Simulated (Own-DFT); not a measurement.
Simulation results for SiC (4H silicon carbide, atoms displaced), Si3N4 (beta silicon nitride, atoms displaced)

A calculation, not a measurement: plane-wave PBE density functional theory by an unreviewed code, no spin, of a simulated periodic cell, stress positive in tension, free energy of the whole cell less one offset for each atom, some atoms lie very close together; forces on such cells passed a denser k mesh, this cell's mesh not checked; offsets are fitted by least squares, one for each functional and potential file, so energies compare only between cells with the same atoms and settings and are not formation energies; the far tail of each file's local potential was reset to the Coulomb form; each entry is a single point on an unrelaxed cell, so the pressure reflects the starting lattice, mostly measured values (interpolated for alloys), from which strain is counted, and rises with the displacements; printed positions are rounded, which can move forces by about a meV/angstrom; the program, named Own-DFT, is a retired in-house code; no spin-orbit coupling; before rounding, a Quantum ESPRESSO 7.3.1 run of the same cell and cutoff gave forces within 1 meV/angstrom rms on each cell, which checks the program and not the settings. Program: Own-DFT development build.

Common to all runs: functional PBE; potential files PseudoDojo norm-conserving, scalar-relativistic, standard set; wave cutoff 42 hartree; occupations Fermi-Dirac; smearing width 0.1 eV.

```json
{"entry": 1, "formula": "SiC", "kind": "4H silicon carbide, atoms displaced", "structure": {"cell_angstrom": [[6.1654, 0.0, 0.0], [-3.0827, 5.3394, 0.0], [0.0, 0.0, 10.0681]], "atoms_fractional": [["Si", 0.98222, 0.97352, 0.41259], ["Si", 0.1597, 0.36802, 0.16122], ["C", 0.00387, 0.05323, 0.07622], ["C", 0.17192, 0.33878, 0.33532], ["Si", 0.00881, 0.52017, 0.4081], ["Si", 0.17079, 0.84066, 0.14569], ["C", 0.01436, 0.52939, 0.10047], ["C", 0.21233, 0.85334, 0.33932], ["Si", 0.46747, 0.9823, 0.40621], ["Si", 0.68993, 0.35575, 0.16104], ["C", 0.50525, 0.02545, 0.09223], ["C", 0.67902, 0.31895, 0.35089], ["Si", 0.48608, 0.49588, 0.39321], ["Si", 0.67666, 0.83281, 0.14246], ["C", 0.55096, 0.51201, 0.0923], ["C", 0.66142, 0.84937, 0.35549], ["Si", 0.98177, 0.99964, 0.91469], ["Si", 0.83973, 0.67515, 0.64505], ["C", 0.99896, 0.99811, 0.60783], ["C", 0.82788, 0.68129, 0.85818], ["Si", 0.00704, 0.49966, 0.91473], ["Si", 0.81787, 0.17897, 0.64917], ["C", 0.99158, 0.48262, 0.58614], ["C", 0.81926, 0.15446, 0.85047], ["Si", 0.53182, 0.02394, 0.88689], ["Si", 0.33204, 0.65532, 0.66614], ["C", 0.49477, 0.97636, 0.58622], ["C", 0.30925, 0.65665, 0.84034], ["Si", 0.5216, 0.52467, 0.91062], ["Si", 0.339, 0.15904, 0.66328], ["C", 0.51441, 0.49464, 0.59142], ["C", 0.32359, 0.15228, 0.84349]]}, "settings": {"k_mesh": "5 x 5 x 3 centred on Gamma"}, "results": {"free_energy_of_cell_above_offsets [eV]": "5.502", "pressure [GPa]": 11.58, "stress_xx [GPa]": -14.23, "stress_yy [GPa]": -8.45, "stress_zz [GPa]": -12.07, "stress_yz [GPa]": -0.37, "stress_xz [GPa]": -2.83, "stress_xy [GPa]": -6.74, "force_element": ["Si", "Si", "C", "C", "Si", "Si", "C", "C", "Si", "Si", "C", "C", "Si", "Si", "C", "C", "Si", "Si", "C", "C", "Si", "Si", "C", "C", "Si", "Si", "C", "C", "Si", "Si", "C", "C"], "force_x [eV/angstrom]": [0.648, 4.057, 1.337, -1.637, 1.115, 0.145, -0.419, -13.04, 10.85, 0.652, 1.552, -2.113, 2.762, -1.79, -5.362, 1.842, 3.074, -0.003, -0.028, 3.405, -2.783, 2.086, 0.542, 5.849, -9.542, 0.564, -1.592, 2.994, -2.581, -0.616, -2.133, 0.166], "force_y [eV/angstrom]": [2.971, -2.157, -1.421, -1.297, -1.983, 5.201, -1.428, -6.694, 7.024, -3.522, -1.66, 2.291, 0.819, 3.115, 0.978, -2.65, 0.672, -1.773, 1.865, -0.98, 0.167, -3.293, 3.671, 5.706, -4.837, -0.921, 0.742, 1.47, -3.964, 0.518, -0.667, 2.036], "force_z [eV/angstrom]": [-0.351, -1.179, 7.001, 2.321, -1.522, 1.171, -1.958, -4.691, 4.371, 1.503, -1.332, -1.338, 2.267, 2.377, -0.275, -2.827, -5.481, 2.787, -2.585, -2.962, -0.906, 1.141, 1.613, -4.056, 5.151, -3.604, 2.382, 2.349, -0.72, -1.433, -0.078, 0.867]}}
{"entry": 2, "formula": "SiC", "kind": "4H silicon carbide, atoms displaced", "structure": {"cell_angstrom": [[6.1654, 0.0, 0.0], [-3.0827, 5.3394, 0.0], [0.0, 0.0, 10.0681]], "atoms_fractional": [["Si", 0.96822, 0.98219, 0.40122], ["Si", 0.15962, 0.31266, 0.15886], ["C", 0.02414, 0.99515, 0.09319], ["C", 0.15576, 0.34195, 0.34775], ["Si", 0.0162, 0.54008, 0.39017], ["Si", 0.13905, 0.79848, 0.14441], ["C", 0.0147, 0.51805, 0.09345], ["C", 0.14449, 0.7867, 0.35208], ["Si", 0.52769, 0.99949, 0.39371], ["Si", 0.67781, 0.3168, 0.15317], ["C", 0.46404, 0.02062, 0.08963], ["C", 0.6739, 0.33508, 0.33266], ["Si", 0.50939, 0.51938, 0.39566], ["Si", 0.71207, 0.88334, 0.15256], ["C", 0.51133, 0.5256, 0.09441], ["C", 0.67269, 0.86042, 0.33998], ["Si", 0.00976, 0.98268, 0.92419], ["Si", 0.8311, 0.68504, 0.66163], ["C", 0.9986, 0.97485, 0.59696], ["C", 0.85561, 0.68463, 0.85849], ["Si", 0.99031, 0.5123, 0.9135], ["Si", 0.7887, 0.14487, 0.65309], ["C", 0.98812, 0.51219, 0.58766], ["C", 0.83009, 0.18592, 0.84581], ["Si", 0.52673, 0.03302, 0.90156], ["Si", 0.3343, 0.6647, 0.65133], ["C", 0.48286, 0.98457, 0.584], ["C", 0.33559, 0.66963, 0.85517], ["Si", 0.47165, 0.48964, 0.89989], ["Si", 0.35209, 0.16517, 0.66463], ["C", 0.51301, 0.5347, 0.59756], ["C", 0.33834, 0.16058, 0.84344]]}, "settings": {"k_mesh": "5 x 5 x 3 centred on Gamma"}, "results": {"free_energy_of_cell_above_offsets [eV]": "10.611", "pressure [GPa]": 15.77, "stress_xx [GPa]": -11.21, "stress_yy [GPa]": -27.81, "stress_zz [GPa]": -8.28, "stress_yz [GPa]": 2.57, "stress_xz [GPa]": 0.42, "stress_xy [GPa]": 2.47, "force_element": ["Si", "Si", "C", "C", "Si", "Si", "C", "C", "Si", "Si", "C", "C", "Si", "Si", "C", "C", "Si", "Si", "C", "C", "Si", "Si", "C", "C", "Si", "Si", "C", "C", "Si", "Si", "C", "C"], "force_x [eV/angstrom]": [5.799, 1.81, -2.162, 1.787, -1.112, 2.585, 0.343, 0.085, -8.754, -3.278, 4.091, -0.745, -0.127, -4.206, 0.385, 3.559, -1.5, 2.342, -1.426, -3.727, 3.297, 4.808, 0.701, 3.189, -1.863, -4.015, -0.055, -1.744, 3.169, -3.289, 1.571, -1.519], "force_y [eV/angstrom]": [3.076, 4.655, 1.694, -1.55, -27.17, 6.754, -9.758, 28.75, 3.515, 3.816, -1.553, 0.286, -2.427, -4.469, -1.188, -5.053, 3.322, -3.406, 5.851, -2.026, -0.987, 3.424, -1.824, -0.133, -4.315, -0.67, 0.727, 1.674, 1.539, 0.403, -3.71, 0.751], "force_z [eV/angstrom]": [3.573, 0.429, 2.409, -0.788, 10.34, 5.86, -1.943, -10.19, 3.217, -0.271, -0.647, 1.728, 0.964, -0.827, 0.189, -3.557, -5.559, 1.341, -1.694, -2.851, -1.832, 0.009, 0.731, -0.176, 2.199, 1.826, -0.247, -2.584, 2.704, -3.311, -1.664, 0.627]}}
{"entry": 3, "formula": "Si3N4", "kind": "beta silicon nitride, atoms displaced", "structure": {"cell_angstrom": [[7.606, 0.0, 0.0], [-3.803, 6.587, 0.0], [0.0, 0.0, 8.727]], "atoms_fractional": [["Si", 0.17808, 0.73912, 0.05429], ["Si", 0.22808, 0.41394, 0.08809], ["Si", 0.59055, 0.83864, 0.10737], ["Si", 0.83635, 0.26704, 0.22693], ["Si", 0.82468, 0.64916, 0.24947], ["Si", 0.41657, 0.16379, 0.28618], ["N", 0.32061, 0.02842, 0.07894], ["N", 0.97835, 0.32499, 0.07733], ["N", 0.68935, 0.6235, 0.09315], ["N", 0.69358, 0.97289, 0.27807], ["N", 0.03144, 0.67835, 0.24669], ["N", 0.28625, 0.31242, 0.25037], ["N", 0.32737, 0.63668, 0.08735], ["N", 0.69481, 0.33035, 0.24605], ["Si", 0.17937, 0.79745, 0.40786], ["Si", 0.22752, 0.39185, 0.43232], ["Si", 0.61183, 0.84248, 0.42775], ["Si", 0.82593, 0.20442, 0.5864], ["Si", 0.78808, 0.62526, 0.58475], ["Si", 0.42941, 0.18039, 0.57139], ["N", 0.33959, 0.01684, 0.41555], ["N", 0.97886, 0.29054, 0.43118], ["N", 0.71845, 0.67864, 0.40343], ["N", 0.70059, 0.97058, 0.58565], ["N", 0.02447, 0.69027, 0.57673], ["N", 0.31633, 0.34287, 0.56348], ["N", 0.34544, 0.66367, 0.40676], ["N", 0.67296, 0.34579, 0.59623], ["Si", 0.16383, 0.76826, 0.72342], ["Si", 0.2102, 0.36237, 0.76664], ["Si", 0.57678, 0.829, 0.74795], ["Si", 0.80495, 0.217, 0.91545], ["Si", 0.79565, 0.57475, 0.91749], ["Si", 0.43844, 0.19668, 0.95091], ["N", 0.34161, 0.05969, 0.72829], ["N", 0.98901, 0.33912, 0.75412], ["N", 0.6827, 0.67741, 0.74446], ["N", 0.71459, 0.01409, 0.90219], ["N", 0.02827, 0.68508, 0.9298], ["N", 0.30824, 0.33446, 0.91081], ["N", 0.31145, 0.67784, 0.71248], ["N", 0.69673, 0.36448, 0.91085]]}, "settings": {"k_mesh": "3 x 3 x 3 centred on Gamma"}, "results": {"free_energy_of_cell_above_offsets [eV]": "27.968", "pressure [GPa]": 28.78, "stress_xx [GPa]": -29.17, "stress_yy [GPa]": -38.96, "stress_zz [GPa]": -18.2, "stress_yz [GPa]": 3.57, "stress_xz [GPa]": -5.96, "stress_xy [GPa]": -2.81, "force_element": ["Si", "Si", "Si", "Si", "Si", "Si", "N", "N", "N", "N", "N", "N", "N", "N", "Si", "Si", "Si", "Si", "Si", "Si", "N", "N", "N", "N", "N", "N", "N", "N", "Si", "Si", "Si", "Si", "Si", "Si", "N", "N", "N", "N", "N", "N", "N", "N"], "force_x [eV/angstrom]": [3.81, 4.951, 3.01, 16.27, -10.75, -0.722, 1.867, -0.234, -2.198, -0.835, 11.04, 1.364, 0.029, -19.65, 2.015, -4.923, -0.954, -0.491, -4.819, -2.35, 1.43, -2.404, -0.324, -1.454, 0.175, 6.494, -1.485, 2.855, 0.92, 0.774, -0.036, 2.848, -10.69, -2.329, -0.441, -4.285, 3.572, -1.014, 0.014, 3.007, 6.762, -0.814], "force_y [eV/angstrom]": [4.935, -12.42, -2.68, -7.444, -5.053, 9.885, -3.804, -1.115, 3.731, 4.35, 4.353, -0.934, 14.28, 3.691, -13.59, 4.797, -7.561, 10.58, -4.13, 3.98, 3.229, -0.237, 1.132, -3.993, 1.701, -4.176, 2.298, -0.227, 4.945, 3.766, -1.106, 26.21, 17.37, 2.07, -5.31, -4.09, -1.019, -27.61, 1.954, -1.026, -0.761, -20.96], "force_z [eV/angstrom]": [9.78, 0.454, -0.455, 5.597, -0.508, -13.41, 3.788, -2.507, -2.733, -8.383, -0.883, 0.996, -1.074, 2.745, 0.31, -10.13, -0.072, 0.132, -0.936, 1.908, 6.504, -2.457, 3.639, 2.449, -3.915, 10.96, 0.352, -1.399, 5.311, -8.743, 0.287, 0.619, 1.164, -6.725, 5.565, 0.058, 1.374, -0.022, -9.676, 7.029, 3.059, -0.058]}}
{"entry": 4, "formula": "Si3N4", "kind": "beta silicon nitride, atoms displaced", "structure": {"cell_angstrom": [[7.606, 0.0, 0.0], [-3.803, 6.587, 0.0], [0.0, 0.0, 8.727]], "atoms_fractional": [["Si", 0.15252, 0.74495, 0.06832], ["Si", 0.24081, 0.42213, 0.08131], ["Si", 0.58614, 0.81846, 0.08759], ["Si", 0.82545, 0.20449, 0.25035], ["Si", 0.77982, 0.59663, 0.2574], ["Si", 0.40392, 0.18055, 0.26311], ["N", 0.3554, 0.0392, 0.08398], ["N", 0.00206, 0.34954, 0.08592], ["N", 0.67102, 0.60247, 0.10425], ["N", 0.69357, 0.99371, 0.26701], ["N", 0.03553, 0.68905, 0.22489], ["N", 0.30279, 0.32435, 0.2465], ["N", 0.33533, 0.63326, 0.069], ["N", 0.66821, 0.33988, 0.23434], ["Si", 0.19277, 0.77368, 0.43631], ["Si", 0.2613, 0.39381, 0.41301], ["Si", 0.59665, 0.81508, 0.41996], ["Si", 0.85213, 0.21157, 0.62679], ["Si", 0.772, 0.62516, 0.59157], ["Si", 0.37717, 0.16396, 0.57307], ["N", 0.32074, 0.03165, 0.42158], ["N", 0.98942, 0.29917, 0.41919], ["N", 0.75608, 0.71137, 0.40251], ["N", 0.66752, 0.99083, 0.59529], ["N", 0.061, 0.70841, 0.54352], ["N", 0.34319, 0.35069, 0.59172], ["N", 0.37913, 0.69221, 0.4304], ["N", 0.65216, 0.30953, 0.57822], ["Si", 0.19116, 0.75681, 0.73611], ["Si", 0.22327, 0.35931, 0.76479], ["Si", 0.59466, 0.83647, 0.74986], ["Si", 0.82179, 0.23537, 0.92497], ["Si", 0.78606, 0.59939, 0.91931], ["Si", 0.41104, 0.20537, 0.90645], ["N", 0.31564, 0.01007, 0.7536], ["N", 0.98642, 0.27442, 0.74838], ["N", 0.70797, 0.66856, 0.77041], ["N", 0.64207, 0.98439, 0.89542], ["N", 0.07968, 0.74488, 0.91596], ["N", 0.30715, 0.3734, 0.92268], ["N", 0.32891, 0.65626, 0.74932], ["N", 0.67352, 0.32399, 0.9028]]}, "settings": {"k_mesh": "3 x 3 x 3 centred on Gamma"}, "results": {"free_energy_of_cell_above_offsets [eV]": "31.037", "pressure [GPa]": 28.73, "stress_xx [GPa]": -24.36, "stress_yy [GPa]": -28.41, "stress_zz [GPa]": -33.44, "stress_yz [GPa]": 1.73, "stress_xz [GPa]": 0.67, "stress_xy [GPa]": -5.76, "force_element": ["Si", "Si", "Si", "Si", "Si", "Si", "N", "N", "N", "N", "N", "N", "N", "N", "Si", "Si", "Si", "Si", "Si", "Si", "N", "N", "N", "N", "N", "N", "N", "N", "Si", "Si", "Si", "Si", "Si", "Si", "N", "N", "N", "N", "N", "N", "N", "N"], "force_x [eV/angstrom]": [9.593, 2.21, 0.152, 1.105, 5.907, 4.816, -1.37, -5.681, -4.224, -2.38, -0.968, -1.391, -2.41, 2.037, 20.29, -6.316, 10.46, -13.17, 3.727, 8.245, -0.253, 1.299, -3.711, 0.823, -22.49, -4.999, -11.1, 1.531, -3.289, -0.834, -1.121, 3.631, 1.907, 2.08, -1.439, 6.5, -2.318, 2.334, -9.366, 8.833, 4.325, -2.972], "force_y [eV/angstrom]": [4.474, -14.77, 0.036, 20.42, -2.944, -1.931, -0.311, -5.972, 5.343, -18.76, 0.17, 1.367, 21.77, -2.777, 9.799, 2.321, 10.31, 0.319, -5.099, -1.29, -1.645, -0.392, 1.446, -7.102, -12.78, 2.566, -9.492, 3.458, 1.667, 6.393, -3.835, -0.777, -1.549, -5.233, 5.42, 4.06, 3.063, -0.342, -4.878, -5.362, -2.225, 5.063], "force_z [eV/angstrom]": [10.22, 6.065, -0.704, 0.651, -0.407, -5.117, -0.212, -1.067, -7.582, -1.508, 6.182, -1.171, 0.834, 2.484, -29.69, 2.598, -0.251, -21.32, -2.755, 5.843, -3.245, 1.534, 6.153, -2.193, 30.97, 0.257, -0.59, 1.117, 0.306, -8.874, -0.878, 1.252, 4.063, 2.987, -2.312, 15.85, -3.528, 6.224, -12.79, 1.468, -0.432, -0.438]}}
{"entry": 5, "formula": "Si3N4", "kind": "beta silicon nitride, atoms displaced", "structure": {"cell_angstrom": [[7.606, 0.0, 0.0], [-3.803, 6.587, 0.0], [0.0, 0.0, 8.727]], "atoms_fractional": [["Si", 0.18124, 0.80736, 0.10112], ["Si", 0.22432, 0.38811, 0.06066], ["Si", 0.58046, 0.82809, 0.07521], ["Si", 0.84056, 0.21577, 0.24408], ["Si", 0.74959, 0.55547, 0.25734], ["Si", 0.42117, 0.21128, 0.24086], ["N", 0.37052, 0.06288, 0.11296], ["N", 0.9555, 0.26927, 0.08651], ["N", 0.69072, 0.67758, 0.08529], ["N", 0.66868, 0.93662, 0.25041], ["N", 0.99518, 0.66923, 0.21516], ["N", 0.31871, 0.29397, 0.2499], ["N", 0.33088, 0.63767, 0.09788], ["N", 0.69102, 0.34867, 0.23786], ["Si", 0.18322, 0.78682, 0.41205], ["Si", 0.24134, 0.37609, 0.41435], ["Si", 0.59071, 0.80285, 0.40168], ["Si", 0.81094, 0.23569, 0.57098], ["Si", 0.78246, 0.58784, 0.5995], ["Si", 0.40582, 0.17642, 0.55411], ["N", 0.33815, 0.04404, 0.40421], ["N", 0.94972, 0.28606, 0.41351], ["N", 0.70247, 0.68215, 0.39417], ["N", 0.67417, 0.99827, 0.62586], ["N", 0.05279, 0.69036, 0.57575], ["N", 0.28111, 0.33798, 0.5847], ["N", 0.3654, 0.68713, 0.4138], ["N", 0.67421, 0.36068, 0.612], ["Si", 0.19589, 0.7882, 0.76003], ["Si", 0.23436, 0.45667, 0.77328], ["Si", 0.60968, 0.80852, 0.72728], ["Si", 0.877, 0.25049, 0.9025], ["Si", 0.76651, 0.60038, 0.91722], ["Si", 0.37829, 0.14236, 0.90398], ["N", 0.30104, 0.02043, 0.74376], ["N", 0.98595, 0.30591, 0.75257], ["N", 0.66625, 0.67612, 0.76381], ["N", 0.66747, 0.991, 0.90968], ["N", 0.00543, 0.68594, 0.90596], ["N", 0.29449, 0.30521, 0.94595], ["N", 0.30395, 0.65789, 0.7521], ["N", 0.71329, 0.31426, 0.9345]]}, "settings": {"k_mesh": "3 x 3 x 3 centred on Gamma"}, "results": {"pressure [GPa]": null, "stress_zz [GPa]": null}}
```

Q: Give the missing pressure for Si3N4 (beta silicon nitride, atoms displaced) (entry 5).
A: 37.07 GPa

Q: Give the missing stress zz for Si3N4 (beta silicon nitride, atoms displaced) (entry 5).
A: -22.96 GPa

Further results for Si3N4 (beta silicon nitride, atoms displaced) (entry 5):

```
free energy of cell above offsets : 41.245 eV
stress xx                         : -40.63 GPa
stress yy                         : -47.64 GPa
stress yz                         : 2.07 GPa
stress xz                         : 6.73 GPa
stress xy                         : 19.25 GPa
```

Force:
```tsv
element	x (eV/Å)	y (eV/Å)	z (eV/Å)
Si	1.746	-2.712	-3.062
Si	-8.306	5.164	14.21
Si	2.034	0.121	-1.521
Si	-5.112	-2.998	1.362
Si	-5.043	16.99	-2.18
Si	41.95	-16.83	2.638
N	0.136	-10.04	-11.01
N	6.722	2.646	-2.742
N	2.441	-2.572	-1.418
N	-0.794	7.549	-2.467
N	3.731	3.409	4.914
N	-45.97	24.34	4.503
N	-3.307	2.714	-1.319
N	2.345	-16.91	0.745
Si	2.02	-3.1	-1.789
Si	-4.342	3.63	-3.567
Si	1.947	6.489	1.613
Si	1.913	0.803	3.877
Si	-1.171	10.15	-2.771
Si	-1.662	3.855	8.253
N	0.737	-2.004	-1.4
N	3.844	1.508	-0.155
N	7.316	-5.047	5.16
N	-0.696	0.544	-6.99
N	-3.249	0.082	1.619
N	4.672	-2.013	3.657
N	-10.65	-6.973	1.04
N	-0.349	-10.61	-1.831
Si	-5.561	-6.091	-0.553
Si	5.884	-22.93	-0.7
Si	-22.27	18.82	0.72
Si	-5.02	-7.205	6.765
Si	-2.797	-3.715	3.992
Si	5.039	3.965	4.772
N	0.162	6.03	-3.621
N	2.981	1.748	-7.789
N	23.39	-20.2	3.615
N	0.638	-4.735	0.554
N	6.515	4.97	-0.228
N	6.972	-3.772	-13.3
N	3.036	20	-2.37
N	-11.87	4.935	-1.217
```
